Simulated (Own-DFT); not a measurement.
## Calculated data, Si$_{24}$O$_{47}$ (quartz with one neutral oxygen vacancy, atoms displaced)

All values are calculated (Own-DFT development build). A calculation, not a measurement: plane-wave PBE and HSE06 DFT by an unreviewed code, no spin, of a simulated cell at Gamma alone, so results move with cell size and shape, stress positive in tension, energies less offsets, not probed for a lower state with spin; oxygen file: force components 24 meV/angstrom off all-electron in a glass; k mesh not checked against a denser one; forces and stress are PBE's, HSE06 gives the energy alone, and its difference from PBE has offsets of its own; offsets are fitted by least squares, one for each functional and potential file, so energies compare only between cells with the same atoms and settings and are not formation energies; the far tail of each file's local potential was reset to the Coulomb form; each entry is a single point on an unrelaxed cell, so the pressure reflects the starting lattice, mostly measured values (interpolated for alloys), from which strain is counted, and rises with the displacements; printed positions are rounded, which can move forces by about a meV/angstrom; the program, named Own-DFT, is a retired in-house code; no spin-orbit coupling.

```json
{"formula": "Si24O47", "kind": "quartz with one neutral oxygen vacancy, atoms displaced", "structure": {"cell_angstrom": [[9.8268, 0.0, 0.0], [-4.9134, 8.5103, 0.0], [0.0, 0.0, 10.8104]], "atoms_fractional": [["Si", 0.23253, 0.99947, 0.99946], ["Si", 0.99925, 0.23507, 0.33614], ["Si", 0.26468, 0.26692, 0.16615], ["O", 0.2066, 0.13908, 0.06278], ["O", 0.42405, 0.29221, 0.22827], ["O", 0.36412, 0.07552, 0.3905], ["O", 0.07543, 0.36479, 0.44108], ["O", 0.13285, 0.20791, 0.27295], ["O", 0.29782, 0.43047, 0.10579], ["Si", 0.23211, 0.99949, 0.5014], ["Si", 0.00577, 0.23833, 0.83258], ["Si", 0.26351, 0.26308, 0.66856], ["O", 0.20942, 0.13313, 0.56078], ["O", 0.36928, 0.07097, 0.89463], ["O", 0.0742, 0.36204, 0.93729], ["O", 0.13228, 0.21013, 0.77523], ["O", 0.291, 0.42944, 0.60646], ["Si", 0.23558, 0.50102, 0.99847], ["Si", 3e-05, 0.7359, 0.33371], ["Si", 0.26926, 0.7657, 0.17034], ["O", 0.19954, 0.63525, 0.06205], ["O", 0.42383, 0.78946, 0.22683], ["O", 0.37223, 0.57774, 0.39184], ["O", 0.07571, 0.86805, 0.44359], ["O", 0.12406, 0.70072, 0.27577], ["O", 0.29457, 0.92033, 0.10527], ["Si", 0.23791, 0.50346, 0.50104], ["Si", 0.0038, 0.7366, 0.83602], ["Si", 0.26392, 0.76778, 0.67121], ["O", 0.20667, 0.62999, 0.55441], ["O", 0.4295, 0.79426, 0.72523], ["O", 0.36344, 0.56839, 0.89398], ["O", 0.07241, 0.86475, 0.94039], ["O", 0.13515, 0.70483, 0.77546], ["O", 0.29054, 0.92318, 0.6053], ["Si", 0.73269, 0.0019, 0.00224], ["Si", 0.49595, 0.23268, 0.32857], ["Si", 0.76498, 0.26487, 0.16626], ["O", 0.70891, 0.13393, 0.05913], ["O", 0.92057, 0.29027, 0.22952], ["O", 0.86377, 0.06732, 0.39151], ["O", 0.57688, 0.36798, 0.44484], ["O", 0.63618, 0.20577, 0.27304], ["O", 0.79241, 0.42324, 0.1096], ["Si", 0.73553, 0.99865, 0.49717], ["Si", 0.49479, 0.23598, 0.83089], ["Si", 0.76069, 0.26017, 0.67273], ["O", 0.71056, 0.13438, 0.55679], ["O", 0.92904, 0.2953, 0.72252], ["O", 0.86149, 0.06926, 0.89279], ["O", 0.57205, 0.3639, 0.93923], ["O", 0.63343, 0.20519, 0.77239], ["O", 0.79373, 0.42427, 0.60919], ["Si", 0.72965, 0.49642, 0.99833], ["Si", 0.50359, 0.73305, 0.33523], ["Si", 0.75983, 0.76412, 0.16637], ["O", 0.70654, 0.63055, 0.06173], ["O", 0.9299, 0.79016, 0.22578], ["O", 0.87429, 0.57649, 0.3916], ["O", 0.57902, 0.86885, 0.43747], ["O", 0.63426, 0.70916, 0.27248], ["O", 0.7926, 0.92407, 0.10927], ["Si", 0.73571, 0.5035, 0.50369], ["Si", 0.49886, 0.7376, 0.83063], ["Si", 0.77046, 0.77215, 0.67197], ["O", 0.70393, 0.63356, 0.55999], ["O", 0.9308, 0.79982, 0.72653], ["O", 0.86385, 0.57218, 0.89118], ["O", 0.57168, 0.87145, 0.94373], ["O", 0.63464, 0.70368, 0.7696], ["O", 0.79205, 0.92741, 0.6075]]}, "settings": {"first_functional": "PBE", "second_functional": "HSE06", "exact_exchange_share": 0.25, "screening [1/bohr]": 0.11, "exchange_divergence": "Gygi-Baldereschi", "potential_files": "PseudoDojo norm-conserving, scalar-relativistic, made for PBE, standard set", "wave_cutoff [hartree]": 48.0, "occupations": "fixed", "k_mesh": "1 x 1 x 1 centred on Gamma"}, "results": {"PBE_energy_of_cell_above_offsets [eV]": "-23.576", "HSE06_less_PBE_above_offsets [eV]": "-0.690", "PBE_pressure [GPa]": 7.5, "PBE_stress_xx [GPa]": -7.76, "PBE_stress_yy [GPa]": -7.93, "PBE_stress_zz [GPa]": -6.82, "PBE_stress_yz [GPa]": -0.07, "PBE_stress_xz [GPa]": 1.39, "PBE_stress_xy [GPa]": -0.53, "force_element": ["Si", "Si", "Si", "O", "O", "O", "O", "O", "O", "Si", "Si", "Si", "O", "O", "O", "O", "O", "Si", "Si", "Si", "O", "O", "O", "O", "O", "O", "Si", "Si", "Si", "O", "O", "O", "O", "O", "O", "Si", "Si", "Si", "O", "O", "O", "O", "O", "O", "Si", "Si", "Si", "O", "O", "O", "O", "O", "O", "Si", "Si", "Si", "O", "O", "O", "O", "O", "O", "Si", "Si", "Si", "O", "O", "O", "O", "O", "O"], "force_x [eV/angstrom]": [0.951, -0.334, -0.572, 0.918, -0.556, -0.419, 0.05, 0.002, -0.098, 1.798, -4.48, 2.185, -1.088, -0.314, -0.031, 2.791, 1.828, -1.951, -0.311, -3.251, 1.215, 2.656, -0.853, -1.295, 3.773, -1.397, 0.549, -1.5, 1.405, -2.068, -1.176, 1.437, -0.339, -0.53, 0.288, 2.097, 2.683, 0.011, -1.223, 1.689, 1.221, -0.971, -1.752, -1.375, 0.125, -1.235, 2.112, -0.583, 0.99, 0.953, -0.929, -2.949, -0.326, 2.155, -1.294, 3.486, -0.63, -2.669, -1.963, -1.313, 0.451, -0.887, 2.236, 2.04, -0.008, -0.393, 2.016, 0.127, -0.868, -2.521, 0.214], "force_y [eV/angstrom]": [0.629, -0.682, 1.103, -2.794, 0.998, -1.226, 0.589, -0.121, 0.296, 0.293, -2.409, 1.328, 0.978, -0.435, 2.122, -0.952, -1.599, 0.243, 0.99, -1.828, -1.914, 0.387, -2.426, -1.094, 0.511, 2.401, -1.458, -1.374, -1.703, 3.774, 0.533, 2.085, 0.969, -0.453, 0.712, -0.851, 1.356, -0.775, 1.068, 0.305, 0.861, -1.793, -0.527, 2.069, 1.072, -0.336, 1.266, 0.392, -0.234, 1.263, -0.33, -1.064, 0.469, 0.738, 1.786, -0.337, -0.083, 0.717, -2.449, -1.1, -0.944, 1.745, -0.425, -0.831, -1.197, 1.709, 0.039, 0.053, -2.201, -0.416, 0.509], "force_z [eV/angstrom]": [1.843, -0.814, 1.406, -2.491, -1.393, 0.851, 0.552, 0.164, 0.098, -1.276, -0.324, 0.751, 0.561, 0.169, 2.248, -1.19, 1.974, 2.05, 0.874, 0.498, -1.411, 1.337, 1.3, -0.74, -1.769, -1.112, -2.608, -1.39, -3.035, 2.968, -1.082, -2.073, 0.941, 0.933, 0.506, -0.241, 2.709, 0.365, 0.488, 0.472, -1.04, -1.84, 0.899, -1.951, 1.52, -2.272, -4.307, 0.766, 1.135, -0.907, -0.044, 2.729, 0.11, 1.475, -0.919, 0.476, -0.368, -1.675, 2.401, -0.238, 0.515, -1.132, -1.194, 2.429, -3.061, 1.268, 1.123, -0.064, -1.589, 2.458, 0.186]}}
```
